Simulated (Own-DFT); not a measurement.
## Calculated data, Si3N4 (beta silicon nitride, atoms displaced)

Computed with Own-DFT development build. A calculation, not a measurement: plane-wave PBE density functional theory by an unreviewed code, no spin, of a simulated periodic cell, stress positive in tension, free energy of the whole cell less one offset for each atom, some atoms lie very close together; forces on such cells passed a denser k mesh, this cell's mesh not checked; offsets are fitted by least squares, one for each functional and potential file, so energies compare only between cells with the same atoms and settings and are not formation energies; the far tail of each file's local potential was reset to the Coulomb form; each entry is a single point on an unrelaxed cell, so the pressure reflects the starting lattice, mostly measured values (interpolated for alloys), from which strain is counted, and rises with the displacements; printed positions are rounded, which can move forces by about a meV/angstrom; the program, named Own-DFT, is a retired in-house code; no spin-orbit coupling; before rounding, a Quantum ESPRESSO 7.3.1 run of the same cell and cutoff gave forces within 1 meV/angstrom rms on each cell, which checks the program and not the settings.

Settings shared by all entries: functional PBE; potential files PseudoDojo norm-conserving, scalar-relativistic, standard set; wave cutoff 42 hartree; occupations Fermi-Dirac; smearing width 0.1 eV; k mesh 3 x 3 x 3 centred on Gamma.

```yaml
- entry: 1
  formula: Si3N4
  kind: "beta silicon nitride, atoms displaced"
  structure:
    cell_angstrom: [[7.606, 0.0, 0.0], [-3.803, 6.587, 0.0], [0.0, 0.0, 8.727]]
    atoms_fractional:
      - [Si, 0.1945, 0.7697, 0.04549]
      - [Si, 0.21342, 0.38118, 0.0953]
      - [Si, 0.64506, 0.8589, 0.08756]
      - [Si, 0.86295, 0.25332, 0.26489]
      - [Si, 0.81182, 0.64155, 0.23275]
      - [Si, 0.42441, 0.18643, 0.25131]
      - ["N", 0.31434, 0.03071, 0.09992]
      - ["N", 0.97675, 0.29639, 0.05724]
      - ["N", 0.72023, 0.65497, 0.0521]
      - ["N", 0.62275, 0.93524, 0.26156]
      - ["N", 0.01957, 0.67906, 0.25686]
      - ["N", 0.28535, 0.31456, 0.25813]
      - ["N", 0.32962, 0.67735, 0.06607]
      - ["N", 0.67175, 0.30029, 0.24562]
      - [Si, 0.15625, 0.7622, 0.39357]
      - [Si, 0.25178, 0.41072, 0.42501]
      - [Si, 0.58762, 0.84182, 0.40085]
      - [Si, 0.80412, 0.23971, 0.5581]
      - [Si, 0.7341, 0.59176, 0.56891]
      - [Si, 0.40366, 0.15359, 0.58399]
      - ["N", 0.34521, 0.05515, 0.40715]
      - ["N", 0.00585, 0.28297, 0.39332]
      - ["N", 0.69785, 0.66202, 0.41633]
      - ["N", 0.67893, 0.95512, 0.58601]
      - ["N", 0.03884, 0.72138, 0.58446]
      - ["N", 0.27859, 0.30378, 0.57017]
      - ["N", 0.36046, 0.67248, 0.43604]
      - ["N", 0.65262, 0.3163, 0.54923]
      - [Si, 0.15243, 0.7722, 0.76492]
      - [Si, 0.26023, 0.43108, 0.75193]
      - [Si, 0.5785, 0.80993, 0.77155]
      - [Si, 0.81627, 0.21439, 0.92407]
      - [Si, 0.7888, 0.60928, 0.90537]
      - [Si, 0.38659, 0.1598, 0.91221]
      - ["N", 0.3701, 0.02336, 0.75491]
      - ["N", 0.94888, 0.28509, 0.71813]
      - ["N", 0.71168, 0.65616, 0.77885]
      - ["N", 0.6923, 0.9864, 0.92823]
      - ["N", 0.04026, 0.7087, 0.91956]
      - ["N", 0.28329, 0.31588, 0.94751]
      - ["N", 0.35354, 0.66548, 0.75642]
      - ["N", 0.66526, 0.28784, 0.94878]
  results:
    "free_energy_of_cell_above_offsets [eV]": "29.815"
    "pressure [GPa]": 29.47
    "stress_xx [GPa]": -33.75
    "stress_yy [GPa]": -15.92
    "stress_zz [GPa]": -38.74
    "stress_yz [GPa]": 2.99
    "stress_xz [GPa]": -10.18
    "stress_xy [GPa]": -3.72
    force_element: [Si, Si, Si, Si, Si, Si, "N", "N", "N", "N", "N", "N", "N", "N", Si, Si, Si, Si, Si, Si, "N", "N", "N", "N", "N", "N", "N", "N", Si, Si, Si, Si, Si, Si, "N", "N", "N", "N", "N", "N", "N", "N"]
    "force_x [eV/angstrom]": [0.83, 0.311, -2.998, -6.948, -10.49, -1.056, -0.402, 0.033, -6.312, 2.223, 5.975, 2.016, 8.198, 1.334, 7.245, 0.045, 4.677, 9.428, 6.581, -1.83, -0.699, -1.686, -2.912, -1.058, -1.664, 4.379, -7.043, -5.787, 5.388, -2.992, 7.514, 3.68, 12.69, 2.822, -2.599, 2.294, -12.53, 0.315, -5.663, 4.212, -7.679, -9.845]
    "force_y [eV/angstrom]": [6.396, 4.896, -4.94, -1.877, -6.724, 0.389, -2.848, 0.339, 5.272, 12.02, 0.114, 1.328, -4.111, 4.251, 5.389, 3.272, -8.938, -4.664, -2.337, 0.977, -7.226, 0.171, 3.46, 1.192, -1.119, -0.737, -4.196, 5.412, 1.112, -9.272, 7.682, 6.593, -11.04, 2.956, -1.278, 2.661, 4.466, -10.97, -2.854, -1.091, -0.092, 5.969]
    "force_z [eV/angstrom]": [10.7, 2.095, 0.092, -9.521, 0.887, -1.748, -4.531, 7.566, 12.89, -19.57, -6.236, -1.376, 1.691, 0.287, 10.44, -3.337, 21.64, 3.174, 7.462, -1.574, 2.248, 6.689, -9.016, -0.785, -0.323, 8.154, -0.837, 1.89, -10.41, -0.481, -2.317, -7.819, 8.787, 5.338, -0.431, 4.216, -19.83, -2.242, -2.191, -9.586, -0.01, -2.08]
- entry: 2
  formula: Si3N4
  kind: "beta silicon nitride, atoms displaced"
  structure:
    cell_angstrom: [[7.606, 0.0, 0.0], [-3.803, 6.587, 0.0], [0.0, 0.0, 8.727]]
    atoms_fractional:
      - [Si, 0.18474, 0.80249, 0.06962]
      - [Si, 0.2359, 0.37451, 0.07933]
      - [Si, 0.59905, 0.82514, 0.09591]
      - [Si, 0.76337, 0.18118, 0.24358]
      - [Si, 0.79855, 0.6199, 0.22577]
      - [Si, 0.4159, 0.16429, 0.24252]
      - ["N", 0.32963, 0.01161, 0.08736]
      - ["N", 0.99064, 0.33074, 0.0651]
      - ["N", 0.71869, 0.684, 0.10826]
      - ["N", 0.66947, 0.95687, 0.24604]
      - ["N", 0.01086, 0.70493, 0.2912]
      - ["N", 0.28168, 0.32664, 0.24839]
      - ["N", 0.34286, 0.68805, 0.10034]
      - ["N", 0.65434, 0.36203, 0.26483]
      - [Si, 0.16127, 0.7482, 0.41592]
      - [Si, 0.23188, 0.43381, 0.42944]
      - [Si, 0.62959, 0.85421, 0.42314]
      - [Si, 0.8089, 0.21958, 0.59125]
      - [Si, 0.77347, 0.61649, 0.59303]
      - [Si, 0.38751, 0.156, 0.61758]
      - ["N", 0.33706, 0.04993, 0.41149]
      - ["N", 0.96171, 0.2813, 0.40113]
      - ["N", 0.70071, 0.62793, 0.42929]
      - ["N", 0.69212, 0.97995, 0.53991]
      - ["N", 0.05778, 0.71101, 0.59781]
      - ["N", 0.29898, 0.34881, 0.57307]
      - ["N", 0.31947, 0.64875, 0.43622]
      - ["N", 0.67212, 0.33015, 0.60783]
      - [Si, 0.16525, 0.77518, 0.7289]
      - [Si, 0.21482, 0.41078, 0.7592]
      - [Si, 0.61263, 0.84245, 0.7622]
      - [Si, 0.80938, 0.2163, 0.89547]
      - [Si, 0.7799, 0.61289, 0.90847]
      - [Si, 0.39762, 0.15218, 0.92405]
      - ["N", 0.33332, 0.03191, 0.75148]
      - ["N", 0.96198, 0.30017, 0.75984]
      - ["N", 0.69964, 0.68855, 0.7669]
      - ["N", 0.68909, 0.02295, 0.92089]
      - ["N", 0.03527, 0.71208, 0.90801]
      - ["N", 0.31207, 0.34649, 0.91042]
      - ["N", 0.32208, 0.6855, 0.72187]
      - ["N", 0.65638, 0.26821, 0.94239]
  results:
    "free_energy_of_cell_above_offsets [eV]": "40.833"
    "pressure [GPa]": 37.53
    "stress_xx [GPa]": -21.54
    "stress_yy [GPa]": -49.37
    "stress_zz [GPa]": -41.7
    "stress_yz [GPa]": -4.07
    "stress_xz [GPa]": -12.74
    "stress_xy [GPa]": -1.06
    force_element: [Si, Si, Si, Si, Si, Si, "N", "N", "N", "N", "N", "N", "N", "N", Si, Si, Si, Si, Si, Si, "N", "N", "N", "N", "N", "N", "N", "N", Si, Si, Si, Si, Si, Si, "N", "N", "N", "N", "N", "N", "N", "N"]
    "force_x [eV/angstrom]": [0.342, -6.093, -2.096, 3.828, 3.995, -4.464, 1.053, -2.404, -9.671, 0.598, 1.861, 3.551, -0.21, 3.259, 6.599, 0.347, -0.085, 3.628, 3.6, -0.58, 0.76, -2.155, -5.501, -0.565, -14.75, 2.827, -0.71, -3.732, 10.18, 1.95, -6.529, 13.4, 1.636, 0.44, -0.588, 1.953, 1.484, -1.267, -0.729, 3.817, 5.866, -14.85]
    "force_y [eV/angstrom]": [-19.03, 3.638, -2.767, 17.94, -9.972, 5.24, 14.66, -2.863, 5.707, -5.902, 1.927, -1.689, -1.135, -4.727, 4.601, -16.42, -23.76, 4.413, -4.005, 12.88, -4.387, 0.356, 5.246, 14.74, -7.562, -3.525, 16.95, 1.207, 6.165, 2.099, 0.799, 28.38, -3.725, 4.192, -7.838, 0.597, -0.604, -38.66, 0.865, -2.474, -0.744, 9.204]
    "force_z [eV/angstrom]": [1.15, 2.502, -4.923, 0.489, 15.54, 4.028, 0.154, -0.083, -16.75, 3.065, -8.43, 1.493, -2.02, -2.118, 5.563, -6.231, -20.14, -4.02, 1.92, -18.41, 3.496, 2.224, -4.631, 26.4, -19.45, 7.604, -1.524, 1.289, 20.87, -4.223, -1.175, 1.448, 5.425, -0.943, 11.52, -6.187, -3.081, 3.563, 0.093, -1.043, 3.779, 1.762]
- entry: 3
  formula: Si3N4
  kind: "beta silicon nitride, atoms displaced"
  structure:
    cell_angstrom: [[7.606, 0.0, 0.0], [-3.803, 6.587, 0.0], [0.0, 0.0, 8.727]]
    atoms_fractional:
      - [Si, 0.19108, 0.77014, 0.07658]
      - [Si, 0.21097, 0.40745, 0.0933]
      - [Si, 0.5892, 0.83051, 0.08203]
      - [Si, 0.79287, 0.20853, 0.25649]
      - [Si, 0.77515, 0.59766, 0.24491]
      - [Si, 0.38084, 0.14998, 0.25127]
      - ["N", 0.37723, 0.05069, 0.1061]
      - ["N", 0.94919, 0.26202, 0.09158]
      - ["N", 0.68225, 0.65734, 0.09079]
      - ["N", 0.66629, 0.97371, 0.26457]
      - ["N", 0.03787, 0.68432, 0.24965]
      - ["N", 0.32694, 0.34767, 0.25697]
      - ["N", 0.32902, 0.63771, 0.07494]
      - ["N", 0.67172, 0.3436, 0.22995]
      - [Si, 0.18487, 0.78278, 0.40832]
      - [Si, 0.24407, 0.44715, 0.42144]
      - [Si, 0.61518, 0.84182, 0.41215]
      - [Si, 0.81633, 0.21728, 0.57906]
      - [Si, 0.76938, 0.60132, 0.55073]
      - [Si, 0.39411, 0.20143, 0.59267]
      - ["N", 0.3209, 0.02198, 0.40778]
      - ["N", 0.94737, 0.31167, 0.42548]
      - ["N", 0.70342, 0.68271, 0.39585]
      - ["N", 0.63025, 0.92869, 0.5886]
      - ["N", 0.03304, 0.7123, 0.59205]
      - ["N", 0.32058, 0.32945, 0.57842]
      - ["N", 0.31908, 0.68685, 0.45929]
      - ["N", 0.68762, 0.32183, 0.58487]
      - [Si, 0.17564, 0.76041, 0.73059]
      - [Si, 0.19844, 0.36815, 0.76417]
      - [Si, 0.58488, 0.80065, 0.76831]
      - [Si, 0.83571, 0.23221, 0.90403]
      - [Si, 0.75337, 0.58174, 0.92558]
      - [Si, 0.41059, 0.22988, 0.92346]
      - ["N", 0.33276, 0.04577, 0.75421]
      - ["N", 0.98299, 0.31368, 0.7528]
      - ["N", 0.69156, 0.66032, 0.78762]
      - ["N", 0.71245, 0.99526, 0.8887]
      - ["N", 0.03503, 0.75436, 0.89024]
      - ["N", 0.27123, 0.31041, 0.93101]
      - ["N", 0.307, 0.63906, 0.77187]
      - ["N", 0.68645, 0.31231, 0.9314]
  results:
    "free_energy_of_cell_above_offsets [eV]": "20.637"
    "pressure [GPa]": 21.69
    "stress_xx [GPa]": -27.36
    "stress_yy [GPa]": -20.19
    "stress_zz [GPa]": -17.52
    "stress_yz [GPa]": 0.95
    "stress_xz [GPa]": -2.61
    "stress_xy [GPa]": 11.24
    force_element: [Si, Si, Si, Si, Si, Si, "N", "N", "N", "N", "N", "N", "N", "N", Si, Si, Si, Si, Si, Si, "N", "N", "N", "N", "N", "N", "N", "N", Si, Si, Si, Si, Si, Si, "N", "N", "N", "N", "N", "N", "N", "N"]
    "force_x [eV/angstrom]": [-2.995, 1.367, 1.763, 1.458, 1.615, -0.679, 0.292, 1.25, -0.313, -0.949, -0.456, -4.085, -1.365, -1.025, -4.408, 0.409, -3.181, 3.16, 3.746, 21.98, -0.208, 4.975, 0.552, 2.474, -4.948, -21.32, 6.276, -10.71, 1.564, 9.227, -2.707, 2.272, 7.502, 14.27, -0.108, -8.293, -3.337, -1.559, 1.012, -8.149, 3.08, -9.462]
    "force_y [eV/angstrom]": [1.463, -8.805, 0.048, 9.335, -2.117, 9.575, -8.031, 1.556, 1.716, -4.54, 0.914, 1.141, 10.51, -1.573, -2.202, -5.216, -3.6, -3.725, -2.701, -17.37, 4.142, 0.522, -0.421, 4.024, -1.322, 16.26, -1.748, 4.62, 3.718, 5.995, 0.377, 1.331, -0.86, -10.26, 1.096, -3.888, -0.252, -7.78, -2.453, 3.796, 0.935, 5.799]
    "force_z [eV/angstrom]": [-1.767, 2.721, -0.928, -1.114, -1.8, 7.091, -12.2, -0.353, -0.93, -5.384, -1.797, 0.082, 0.38, 2.457, 1.843, -0.436, 5.364, 3.367, 6.25, 1.553, 3.714, -3.489, 1.656, 1.221, -8.286, -1.252, -2.08, -0.341, 6.885, -2.053, -2.872, 3.64, 4.004, -0.868, -0.298, -3.835, -9.047, 3.679, 5.357, 0.717, -0.462, -0.388]
- entry: 4
  formula: Si3N4
  kind: "beta silicon nitride, atoms displaced"
  structure:
    cell_angstrom: [[7.606, 0.0, 0.0], [-3.803, 6.587, 0.0], [0.0, 0.0, 8.727]]
    atoms_fractional:
      - [Si, 0.17445, 0.76952, 0.0862]
      - [Si, 0.22023, 0.41756, 0.08217]
      - [Si, 0.60008, 0.84372, 0.07631]
      - [Si, 0.8299, 0.22733, 0.27635]
      - [Si, 0.77566, 0.5778, 0.24069]
      - [Si, 0.39283, 0.14431, 0.25398]
      - ["N", 0.33587, 0.04213, 0.08911]
      - ["N", 0.95876, 0.28871, 0.10905]
      - ["N", 0.70561, 0.67336, 0.10888]
      - ["N", 0.72569, 0.97774, 0.23376]
      - ["N", 0.03, 0.70446, 0.27809]
      - ["N", 0.30219, 0.34746, 0.23675]
      - ["N", 0.35764, 0.6969, 0.05435]
      - ["N", 0.62606, 0.32412, 0.27068]
      - [Si, 0.1813, 0.76232, 0.3982]
      - [Si, 0.20235, 0.36516, 0.43684]
      - [Si, 0.62041, 0.86698, 0.42873]
      - [Si, 0.83111, 0.23508, 0.61013]
      - [Si, 0.78314, 0.5782, 0.60209]
      - [Si, 0.41233, 0.14592, 0.59991]
      - ["N", 0.34402, 0.03598, 0.42733]
      - ["N", 0.00206, 0.31108, 0.40751]
      - ["N", 0.71094, 0.67392, 0.40304]
      - ["N", 0.66305, 0.94217, 0.57528]
      - ["N", 0.99486, 0.6874, 0.59891]
      - ["N", 0.31946, 0.35004, 0.58773]
      - ["N", 0.30828, 0.68295, 0.40429]
      - ["N", 0.67937, 0.34914, 0.58976]
      - [Si, 0.2016, 0.76624, 0.74346]
      - [Si, 0.22783, 0.3753, 0.7308]
      - [Si, 0.60423, 0.81215, 0.74102]
      - [Si, 0.80705, 0.23228, 0.9349]
      - [Si, 0.77181, 0.58064, 0.89482]
      - [Si, 0.43004, 0.16185, 0.90303]
      - ["N", 0.35894, 0.06728, 0.73827]
      - ["N", 0.97631, 0.31863, 0.73622]
      - ["N", 0.71881, 0.67185, 0.75372]
      - ["N", 0.68808, 0.94459, 0.92821]
      - ["N", 0.05692, 0.71468, 0.91568]
      - ["N", 0.32931, 0.32336, 0.92347]
      - ["N", 0.31595, 0.66279, 0.75671]
      - ["N", 0.65428, 0.29876, 0.93175]
  results:
    "stress_zz [GPa]": null
    "pressure [GPa]": null
    "stress_xx [GPa]": null
```

**Q.** Estimate the stress zz of Si3N4 (beta silicon nitride, atoms displaced) (entry 4).
**A.** -43.16 GPa

**Q.** Si3N4 (beta silicon nitride, atoms displaced) (entry 4): pressure?
**A.** 35.56 GPa

**Q.** Si3N4 (beta silicon nitride, atoms displaced) (entry 4): stress xx?
**A.** -44.21 GPa

Further results for Si3N4 (beta silicon nitride, atoms displaced) (entry 4):

| Quantity | Value |
| --- | --- |
| free energy of cell above offsets | 37.475 eV |
| stress yy | -19.3 GPa |
| stress yz | -1.67 GPa |
| stress xz | -9.96 GPa |
| stress xy | -6.44 GPa |

Force:
```tsv
element	x (eV/Å)	y (eV/Å)	z (eV/Å)
Si	1.101	1.528	1.205
Si	3.969	-0.144	-0.038
Si	3.056	-6.717	9.785
Si	-3.883	-0.132	-3.601
Si	-3.397	0.744	5.241
Si	-3.881	5.76	1.144
N	0.452	-4.996	-4.121
N	-0.389	2.87	-5.687
N	-0.62	0.285	-7.802
N	-2.912	0.351	4.843
N	-5.903	-3.007	-12.81
N	0.709	-2.406	4.443
N	-4.168	-4.282	1.858
N	8.037	0.898	-0.173
Si	-10.98	9.872	10.48
Si	18.17	9.372	-5.502
Si	1.345	-15.1	-23.82
Si	-6.444	-3.264	-11.05
Si	-15.88	1.306	-6.158
Si	1.595	15.32	-27.58
N	-1.136	-2.524	0.442
N	-18.54	-6.529	2.92
N	-1.473	0.929	4.232
N	0.455	12.22	20.39
N	20.11	11.21	0.088
N	5.582	-3.303	-5.724
N	22.09	-7.48	2.443
N	0.851	-11.79	0.577
Si	-14.68	3.826	-1.252
Si	-3.341	3.78	12.53
Si	-1.965	-1.463	3.732
Si	12.78	-4.583	1.32
Si	1.819	0.998	9.557
Si	-9.78	-1.519	6.827
N	-1.618	-16.75	21.81
N	5.385	1.532	10.61
N	-3.743	0.746	-2.405
N	0.768	8.473	-12.44
N	-3.327	-1.905	-1.385
N	-4.431	1.418	-3.024
N	15.22	-5.173	-1.041
N	-0.982	9.639	-0.851
```
